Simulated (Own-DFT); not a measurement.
# Energy and forces against displacement in monoclinic HfO2, 96 atoms (Hf32O64)

All numbers below are calculated, not measured. They come from Own-DFT, an in-house plane-wave density functional program, since retired, whose code no person has reviewed. Each row is one single-point run on a periodic cell that was not relaxed, without spin or spin-orbit coupling.

Settings of every run: PBEsol; PseudoDojo norm-conserving scalar-relativistic files, made for PBE; cutoff 72 hartree; 2 x 2 x 2 k mesh centred on Gamma; Fermi-Dirac smearing of 0.1 eV.

Known limits, some of them of some rows only: some atoms lie very close together; hafnium file: forces about 75 meV/angstrom off all-electron values; oxygen file: force components 24 meV/angstrom off all-electron in a glass; forces on such cells passed a denser k mesh, each cell not checked; stress not checked against mesh or cutoff.

Cell vectors in Å: (10.234, 0.000, 0.000); (0.000, 10.350, 0.000); (-1.696, 0.000, 10.445). In each run every atom was moved at random and independently from its ideal site; u is the rms move along one axis. E is the free energy for each atom above the fitted value at u = 0, and F the rms of the force components.

| run | u (Å) | E (meV/atom) | F (eV/Å) | largest force (eV/Å) | P (GPa) |
|---|---|---|---|---|---|
| 1 | 0.0190 | 9.0 | 0.428 | 1.63 | -2.59 |
| 2 | 0.0210 | ? | ? | ? | ? |
| 3 | 0.0471 | 59.4 | 1.103 | 5.33 | -0.95 |
| 4 | 0.0496 | 56.2 | 0.979 | 4.07 | -1.27 |
| 5 | 0.0523 | 63.7 | 1.022 | 3.75 | 0.36 |
| 6 | 0.0739 | 132.5 | 1.588 | 6.46 | 1.10 |
| 7 | 0.0777 | 145.7 | 1.651 | 6.72 | 2.86 |
| 8 | 0.0790 | 163.2 | 1.813 | 7.14 | 3.24 |
| 9 | 0.1267 | 418.4 | 3.725 | 24.59 | 12.34 |

## Worked fit

For small independent moves the energy grows as E = (3/2) K u², with K the mean stiffness felt by one atom. The runs with u up to 0.11 Å give K = 16.4 ± 0.5 eV/Å², with residuals divided by u² + 0.0006 Å², since the noise grows with the moves. The scatter is 4.0 meV/atom at u = 0.05 Å. The forces follow F = G u with G = 21.6 eV/Å²; no force at u = 0 is resolved. G exceeds K because the moves of its neighbours add to the force on an atom, and stiffness differs between atoms. The pressure follows P = -2.96 + 918 u² GPa: at fixed volume, shortened bonds push harder than stretched ones pull.

## Withheld run

Question: what energy and rms force should run 2 give?

The fit gives 11 ± 1 meV/atom and about 0.45 eV/Å. The calculation gave 12.7 meV/atom and 0.466 eV/Å.
